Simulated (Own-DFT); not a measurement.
Simulation results for TiO2 (rutile, strained, atoms displaced)

All values are calculated (Own-DFT development build). A calculation, not a measurement: plane-wave PBE density functional theory by an unreviewed code, no spin, of a simulated periodic cell, stress positive in tension, free energy of the whole cell less one offset for each atom, oxygen file: force components 24 meV/angstrom off all-electron in one glass; forces on such cells passed a denser k mesh, this cell's mesh not checked; offsets are fitted by least squares, one for each functional and potential file, so energies compare only between cells with the same atoms and settings and are not formation energies; the far tail of each file's local potential was reset to the Coulomb form; each entry is a single point on an unrelaxed cell, so the pressure reflects the starting lattice, mostly measured values (interpolated for alloys), from which strain is counted, and rises with the displacements; printed positions are rounded, which can move forces by about a meV/angstrom; the program, named Own-DFT, is a retired in-house code; no spin-orbit coupling; before rounding, a Quantum ESPRESSO 7.3.1 run of the same cell and cutoff gave forces within 1 meV/angstrom rms on each cell, which checks the program and not the settings.

Settings shared by all entries: functional PBE; potential files PseudoDojo norm-conserving, scalar-relativistic, standard set; wave cutoff 72 hartree; occupations Fermi-Dirac; smearing width 0.1 eV; k mesh 3 x 3 x 3 centred on Gamma.

(1) TiO2 (rutile, strained, atoms displaced)

```
TiO2
1.0
      9.2797    -0.1364     0.1778
     -0.1364     9.1134     0.1220
      0.1717     0.1178     8.8552
Ti O Ti O Ti O Ti O Ti O Ti O Ti O Ti O Ti O Ti O Ti O Ti O
2 4 2 4 2 4 2 4 2 4 2 4 2 4 2 4 2 4 2 4 2 4 2 4
Direct
  0.00704 0.98968 0.98783
  0.24569 0.25026 0.16219
  0.14877 0.15587 0.00008
  0.34896 0.35457 0.00070
  0.39929 0.09510 0.16553
  0.09919 0.39926 0.16697
  0.00410 0.99877 0.33071
  0.24817 0.24739 0.50190
  0.14274 0.15257 0.33782
  0.34480 0.34425 0.33243
  0.40355 0.10092 0.49247
  0.10189 0.41023 0.51061
  0.99544 0.00391 0.65932
  0.25629 0.24840 0.83356
  0.14718 0.15326 0.67572
  0.34558 0.34834 0.65949
  0.40418 0.10915 0.82950
  0.09357 0.39814 0.82654
  0.99830 0.49719 0.99540
  0.23804 0.76129 0.17224
  0.14809 0.65793 0.00465
  0.34938 0.84565 0.99487
  0.39744 0.59364 0.16068
  0.09810 0.90673 0.16792
  0.99332 0.50126 0.34314
  0.24939 0.74831 0.50081
  0.16242 0.65622 0.33120
  0.34842 0.85543 0.33534
  0.39753 0.60071 0.50357
  0.09680 0.90549 0.49210
  0.00757 0.50143 0.66012
  0.25658 0.75069 0.84123
  0.16403 0.65998 0.66159
  0.34906 0.85110 0.66683
  0.40844 0.60648 0.82898
  0.09598 0.90542 0.82157
  0.50084 0.00011 0.99491
  0.74710 0.24992 0.16221
  0.64679 0.15184 0.00213
  0.84913 0.35621 0.00227
  0.90635 0.09984 0.16288
  0.59383 0.40138 0.16740
  0.51569 0.99489 0.33287
  0.74970 0.24872 0.50001
  0.65166 0.15329 0.33100
  0.84926 0.34515 0.33367
  0.89863 0.09576 0.50010
  0.59583 0.40600 0.49779
  0.49426 0.00467 0.68177
  0.74188 0.24450 0.83260
  0.64873 0.16176 0.66912
  0.84687 0.34778 0.66735
  0.89963 0.09092 0.84392
  0.59799 0.39842 0.83793
  0.51037 0.49986 0.00091
  0.74024 0.74643 0.17821
  0.65072 0.65623 0.99313
  0.84843 0.84267 0.99723
  0.89709 0.59874 0.15783
  0.60227 0.89282 0.16550
  0.49751 0.49489 0.32536
  0.74437 0.75691 0.49738
  0.65142 0.65407 0.33118
  0.84874 0.84996 0.33802
  0.90153 0.59571 0.49590
  0.59776 0.89943 0.50813
  0.49796 0.50505 0.66735
  0.75593 0.74343 0.82318
  0.64950 0.65644 0.67093
  0.84245 0.84436 0.66551
  0.89661 0.59238 0.83190
  0.59717 0.89742 0.83366
```

```
free energy of cell above offsets : -15.913 eV
pressure                          : 7.04 GPa
stress xx                         : -5.03 GPa
stress yy                         : -7.86 GPa
stress zz                         : -8.23 GPa
stress yz                         : 3.71 GPa
stress xz                         : 6.02 GPa
stress xy                         : -6.3 GPa
```

Force:
```
element  x (eV/Å)  y (eV/Å)  z (eV/Å)
     Ti    -1.975     0.025     0.643
     Ti     -0.19     0.236      0.42
      O     0.685     -0.17    -0.232
      O    -0.586    -0.817    -0.699
      O     0.676    -0.372    -0.516
      O    -0.301      0.46      0.11
     Ti    -0.725     1.078     -0.73
     Ti     0.979    -0.902    -0.636
      O     0.815     0.774     0.217
      O     0.154     0.406    -0.039
      O       0.1     -0.12     0.767
      O     0.112    -0.602    -1.665
     Ti     0.286     0.015     0.411
     Ti    -1.285     1.483     0.306
      O     0.212    -0.003      -0.4
      O     0.129     0.052     0.393
      O     0.417    -0.772     1.003
      O     0.336     0.546      0.07
     Ti     0.364     0.377     0.768
     Ti     1.409    -0.331     -0.39
      O      0.19     0.107    -0.246
      O      0.34     0.904     0.098
      O     0.793     0.058     0.661
      O     0.411    -0.524    -0.292
     Ti     0.278    -0.337    -2.703
     Ti     1.378     0.995    -0.742
      O    -1.596    -1.249     0.785
      O     0.332    -0.091    -0.829
      O     0.825    -0.415    -0.271
      O    -0.181     -0.24     1.068
     Ti    -0.583     0.063     2.401
     Ti    -0.065    -0.554    -0.695
      O    -2.111    -1.516     1.883
      O     0.387     0.924     0.025
      O    -0.421    -0.469     0.245
      O      0.63    -0.703     0.149
     Ti    -0.303    -0.615     2.206
     Ti     1.985    -0.698     0.092
      O      0.32     0.105     0.518
      O    -1.289    -1.402    -0.216
      O    -0.904     0.305     0.271
      O     0.715    -0.344     0.012
     Ti    -2.192     0.057     0.569
     Ti     0.179     0.834     0.101
      O     0.253     0.028     0.461
      O     0.136     0.484    -0.235
      O     -0.47     0.388     0.252
      O     0.282    -0.202    -0.107
     Ti    -0.099    -1.386    -2.898
     Ti     1.348     0.991     -0.73
      O    -0.369    -0.975     0.301
      O    -0.011    -0.199    -0.407
      O     -0.54     0.706    -1.137
      O    -0.059     -0.04      -0.6
     Ti     -0.82      1.15     -0.08
     Ti     2.529     0.574    -4.029
      O    -0.473    -0.696     1.153
      O     0.546     0.423    -0.062
      O     0.514    -0.355     1.343
      O    -1.041     1.348    -0.358
     Ti     -1.55      0.24     0.918
     Ti    -0.304     0.163     0.898
      O    -0.977    -1.122     2.055
      O    -0.559    -0.539    -0.535
      O    -0.156     0.471       0.3
      O     0.172     0.314    -0.554
     Ti     -0.23    -0.011    -0.856
     Ti      0.34    -0.407     2.807
      O    -0.137    -0.845     -0.73
      O     1.187     1.149    -1.516
      O     0.616     0.287    -0.362
      O    -0.859     1.508    -0.187
```

(2) TiO2 (rutile, strained, atoms displaced)

```
TiO2
1.0
      9.2309    -0.0489     0.0608
     -0.0489     9.2430     0.0867
      0.0588     0.0838     9.0103
Ti O Ti O Ti O Ti O Ti O Ti O Ti O Ti O Ti O Ti O Ti O Ti O
2 4 2 4 2 4 2 4 2 4 2 4 2 4 2 4 2 4 2 4 2 4 2 4
Direct
  0.99525 0.00343 0.99929
  0.24899 0.25130 0.18485
  0.15111 0.14788 0.00050
  0.35889 0.34554 0.99172
  0.40782 0.09917 0.15809
  0.09390 0.39360 0.17314
  0.99621 0.01085 0.34091
  0.26103 0.24503 0.49744
  0.14714 0.14502 0.32357
  0.34947 0.35388 0.32602
  0.40675 0.09691 0.49931
  0.10786 0.39933 0.50282
  0.99697 0.00380 0.66127
  0.24808 0.25497 0.83973
  0.15325 0.16082 0.66602
  0.34614 0.34449 0.65852
  0.40094 0.09070 0.82918
  0.09834 0.41027 0.84565
  0.99616 0.51360 0.00987
  0.24671 0.75750 0.16258
  0.15387 0.64899 0.99752
  0.34629 0.83946 0.00862
  0.40649 0.58903 0.17010
  0.09823 0.90175 0.16471
  0.00996 0.48937 0.33020
  0.24926 0.74978 0.49756
  0.16239 0.65213 0.33376
  0.34885 0.84531 0.34014
  0.40166 0.60095 0.49678
  0.09691 0.90494 0.50421
  0.99392 0.50217 0.66571
  0.24865 0.74998 0.83194
  0.15297 0.65577 0.67351
  0.34561 0.84275 0.66939
  0.39554 0.59564 0.83502
  0.09281 0.91071 0.83959
  0.50351 0.99136 0.99219
  0.74357 0.25170 0.15676
  0.64401 0.14989 0.98669
  0.85225 0.34704 0.98857
  0.90466 0.09495 0.16391
  0.60075 0.40510 0.16618
  0.50395 0.01068 0.33242
  0.75148 0.25209 0.49311
  0.64935 0.14726 0.33114
  0.85046 0.34381 0.32971
  0.90593 0.09662 0.50304
  0.60746 0.40529 0.50508
  0.49362 0.00035 0.66731
  0.75655 0.25285 0.82851
  0.64962 0.16586 0.66546
  0.85054 0.34087 0.66760
  0.90501 0.10013 0.83365
  0.59595 0.40230 0.83301
  0.50193 0.50804 0.00361
  0.75044 0.74956 0.15844
  0.65798 0.65822 0.99591
  0.85586 0.85435 0.00444
  0.89881 0.58980 0.17265
  0.59741 0.89973 0.16940
  0.50090 0.49791 0.32154
  0.75467 0.75125 0.50697
  0.64603 0.64831 0.32283
  0.84056 0.84914 0.32853
  0.90530 0.58867 0.49641
  0.60760 0.89938 0.50117
  0.50087 0.50328 0.65873
  0.74773 0.75312 0.83343
  0.65458 0.65222 0.66233
  0.84635 0.84749 0.66820
  0.90368 0.59795 0.83214
  0.59179 0.91021 0.83140
```

```
free energy of cell above offsets : -16.569 eV
pressure                          : 0.54 GPa
stress xx                         : -1.78 GPa
stress yy                         : -1.77 GPa
stress zz                         : 1.93 GPa
stress yz                         : 2.43 GPa
stress xz                         : 2.48 GPa
stress xy                         : -2.68 GPa
```

Force:
```
element  x (eV/Å)  y (eV/Å)  z (eV/Å)
     Ti     1.538     0.639     -0.22
     Ti     0.715    -0.737    -4.181
      O     0.907      1.17     0.035
      O    -0.648      0.01     0.685
      O    -0.415     0.111      1.19
      O     0.414     0.331    -0.697
     Ti    -0.855    -2.336    -1.907
     Ti    -0.927     1.054     3.419
      O     1.224     0.897     1.039
      O    -0.689    -1.393     0.595
      O    -0.384     0.121    -0.307
      O    -0.738     0.315    -0.665
     Ti     1.614    -0.102     2.285
     Ti    -0.676     0.411     0.814
      O    -0.291    -0.804    -0.666
      O     0.578     0.177     -0.35
      O    -0.238      0.01    -0.058
      O      0.28    -0.614    -0.685
     Ti     0.602    -0.924    -2.125
     Ti    -1.106     0.674     1.554
      O    -0.465     0.051      0.96
      O     1.042     0.743    -1.226
      O    -0.639     0.781    -0.831
      O     0.405     -0.53     0.584
     Ti     0.161     0.618     1.826
     Ti     0.358    -0.377    -0.464
      O     -1.18    -0.883     0.066
      O     0.122      0.64    -0.556
      O     0.474    -0.737     0.479
      O    -0.289     0.179     -0.27
     Ti     1.098    -0.305     0.324
     Ti     -0.47    -0.147    -0.538
      O    -0.635    -0.375    -0.165
      O     0.769     0.917    -0.321
      O     0.849     0.135     0.069
      O      0.83    -0.988    -1.029
     Ti    -0.682     1.243     1.703
     Ti     0.823    -0.438    -0.903
      O     1.071      0.56     1.433
      O    -0.841     -0.28     1.582
      O    -1.073     1.028      0.98
      O     0.767    -0.945    -0.405
     Ti    -0.539    -2.149      -1.3
     Ti    -0.987     0.634     1.365
      O     1.204     1.362     -0.01
      O    -0.362    -0.434    -0.314
      O    -0.861     0.711    -0.434
      O     -0.36    -0.139      -0.5
     Ti     0.303     0.287    -0.009
     Ti    -1.102    -0.154    -0.048
      O    -0.222    -1.283    -0.533
      O     0.855     0.877    -1.128
      O     -0.58     0.042    -0.605
      O     0.147     0.808    -0.046
     Ti    -1.196    -1.422    -2.535
     Ti    -0.187     1.004      2.84
      O    -0.519    -0.364    -0.144
      O    -1.855    -1.775     -0.86
      O     0.205     0.385    -0.051
      O    -0.039     0.094    -0.529
     Ti     1.226     1.858     1.925
     Ti    -0.397     0.553    -2.151
      O     0.634     0.211      0.38
      O     0.624    -0.163     0.266
      O    -0.116     0.411     0.391
      O    -0.714     0.507     0.131
     Ti    -0.409    -0.671     0.649
     Ti     0.768    -0.112    -0.621
      O     0.041     0.238     1.129
      O     0.121    -0.002     0.039
      O    -0.713     0.602     0.249
      O     1.634    -1.818    -0.599
```

(3) TiO2 (rutile, strained, atoms displaced)

```
TiO2
1.0
      9.0128    -0.0844     0.0605
     -0.0844     9.0169     0.1633
      0.0585     0.1578     8.9478
Ti O Ti O Ti O Ti O Ti O Ti O Ti O Ti O Ti O Ti O Ti O Ti O
2 4 2 4 2 4 2 4 2 4 2 4 2 4 2 4 2 4 2 4 2 4 2 4
Direct
  0.99671 0.99853 0.00088
  0.24044 0.25337 0.16944
  0.14230 0.16323 0.00056
  0.34821 0.34998 0.99707
  0.39782 0.09998 0.17724
  0.10137 0.40110 0.16657
  0.99804 0.99812 0.32523
  0.25119 0.25675 0.50846
  0.15325 0.15166 0.33362
  0.34527 0.34347 0.33742
  0.40533 0.08502 0.49238
  0.09295 0.40393 0.49644
  0.99919 0.98762 0.65959
  0.24388 0.24601 0.82978
  0.14076 0.15335 0.67474
  0.34876 0.35454 0.66236
  0.38990 0.10172 0.83250
  0.09463 0.39709 0.83181
  0.00661 0.49511 0.01185
  0.24581 0.74295 0.15938
  0.14200 0.64605 0.00065
  0.34986 0.84131 0.00345
  0.40382 0.60529 0.17227
  0.08410 0.91239 0.16826
  0.98187 0.49708 0.33490
  0.24990 0.74692 0.50286
  0.16134 0.65591 0.34208
  0.34322 0.84699 0.33359
  0.39984 0.58856 0.50346
  0.09835 0.91031 0.50297
  0.99583 0.49539 0.67859
  0.24672 0.75549 0.84196
  0.14989 0.65497 0.66681
  0.34870 0.84540 0.67329
  0.40125 0.60755 0.83913
  0.09133 0.90605 0.83547
  0.49776 0.99761 0.00123
  0.74744 0.24889 0.17713
  0.65792 0.15922 0.99727
  0.85120 0.35057 0.00450
  0.90178 0.11617 0.16423
  0.59428 0.40678 0.16762
  0.49610 0.99718 0.33155
  0.74989 0.25022 0.49969
  0.64679 0.15605 0.32949
  0.84209 0.34848 0.33103
  0.90798 0.09309 0.49627
  0.60278 0.40505 0.48394
  0.49038 0.00244 0.67171
  0.75487 0.25474 0.82977
  0.64701 0.15943 0.66860
  0.85803 0.34065 0.66853
  0.90166 0.09876 0.83638
  0.59617 0.40114 0.83807
  0.49853 0.49887 0.99262
  0.75075 0.76064 0.15515
  0.63733 0.65322 0.99910
  0.84978 0.84098 0.98743
  0.90355 0.60018 0.16287
  0.59708 0.91318 0.16748
  0.50918 0.49683 0.33057
  0.75333 0.75131 0.49893
  0.65542 0.66798 0.34273
  0.84150 0.84595 0.33422
  0.90297 0.59647 0.49161
  0.59499 0.89152 0.50433
  0.49928 0.50937 0.66621
  0.74021 0.76709 0.83182
  0.65720 0.64935 0.66654
  0.85083 0.86051 0.67882
  0.90984 0.59574 0.83312
  0.59874 0.89873 0.83063
```

```
stress xx : ?
```

To be estimated
1. What stress xx does the calculation give for TiO2 (rutile, strained, atoms displaced) (entry 3)?
2. Give the table of force values for TiO2 (rutile, strained, atoms displaced) (entry 3).

Answers
1. -16.41 GPa
2. 
Force:
```
element  x (eV/Å)  y (eV/Å)  z (eV/Å)
     Ti     0.004     2.366    -1.847
     Ti     1.235    -0.562     0.046
      O     0.178    -0.994     0.243
      O    -0.399    -0.221     0.106
      O     0.338    -0.524    -1.904
      O    -0.399     0.573     1.174
     Ti    -0.053     1.529     1.892
     Ti    -1.014     0.166    -1.369
      O    -0.522    -0.352     0.367
      O     0.593     0.688    -0.155
      O     -0.99     1.385     1.691
      O     0.721    -0.798     -0.18
     Ti     1.315     2.605     0.135
     Ti    -0.701     0.845     0.916
      O     1.301     0.729    -0.518
      O    -0.159    -0.835     0.253
      O     1.642    -1.609     0.415
      O     0.551      0.26     0.275
     Ti    -2.521    -1.394    -2.227
     Ti     0.567    -1.327      3.49
      O     2.142     2.271     0.173
      O     0.177     1.118    -0.518
      O    -1.001     0.279    -0.463
      O      1.75    -2.098    -0.727
     Ti     2.146     1.166     1.355
     Ti    -0.102    -0.339    -0.669
      O    -1.439    -0.669    -0.929
      O     0.497     0.481    -0.776
      O     0.057     0.935    -0.007
      O     0.766    -1.278    -0.849
     Ti     0.826     1.501     0.091
     Ti    -0.603    -0.536    -2.373
      O     0.094     0.035     0.711
      O     0.036     0.456     0.199
      O    -0.144    -0.375    -1.104
      O     1.471    -0.935      0.92
     Ti     0.421     2.361     1.175
     Ti    -0.362     0.346    -3.314
      O     -1.76    -1.684     0.498
      O    -0.322     0.256    -0.485
      O     0.461    -1.792     0.362
      O     0.447    -0.217     0.066
     Ti    -0.704      -0.6     1.116
     Ti    -0.054    -1.219     1.089
      O     0.156    -0.452     1.673
      O     0.329     0.117      0.25
      O    -1.853     1.424    -0.191
      O     0.816     -0.66     2.135
     Ti     0.103     0.234    -2.376
     Ti     0.214    -0.617     1.999
      O    -0.131    -0.317    -0.343
      O    -0.941    -0.125    -1.679
      O    -0.661     0.268      0.29
      O    -0.025      0.42    -0.748
     Ti    -0.486    -1.061     0.807
     Ti    -0.734     -1.59     1.744
      O     2.135     1.865     0.693
      O     0.043     0.511     1.138
      O    -0.679     0.651     0.401
      O     1.059    -1.143    -1.253
     Ti    -1.123      0.81    -0.886
     Ti    -0.939     0.091    -0.058
      O    -1.118    -1.622    -1.377
      O     1.384      1.39    -1.523
      O    -0.405     0.365     0.618
      O     0.157      0.88     0.566
     Ti    -0.041     0.062     0.097
     Ti      0.95    -3.572    -0.578
      O     0.091    -0.051     0.632
      O     -2.08    -2.162    -0.824
      O    -0.987     0.453    -0.216
      O    -1.722     1.842     0.661
```

Further results for TiO2 (rutile, strained, atoms displaced) (entry 3):

```
free energy of cell above offsets : -13.543 eV
pressure                          : 14.69 GPa
stress yy                         : -16.55 GPa
stress zz                         : -11.1 GPa
stress yz                         : 5.15 GPa
stress xz                         : 2.56 GPa
stress xy                         : -4.41 GPa
```
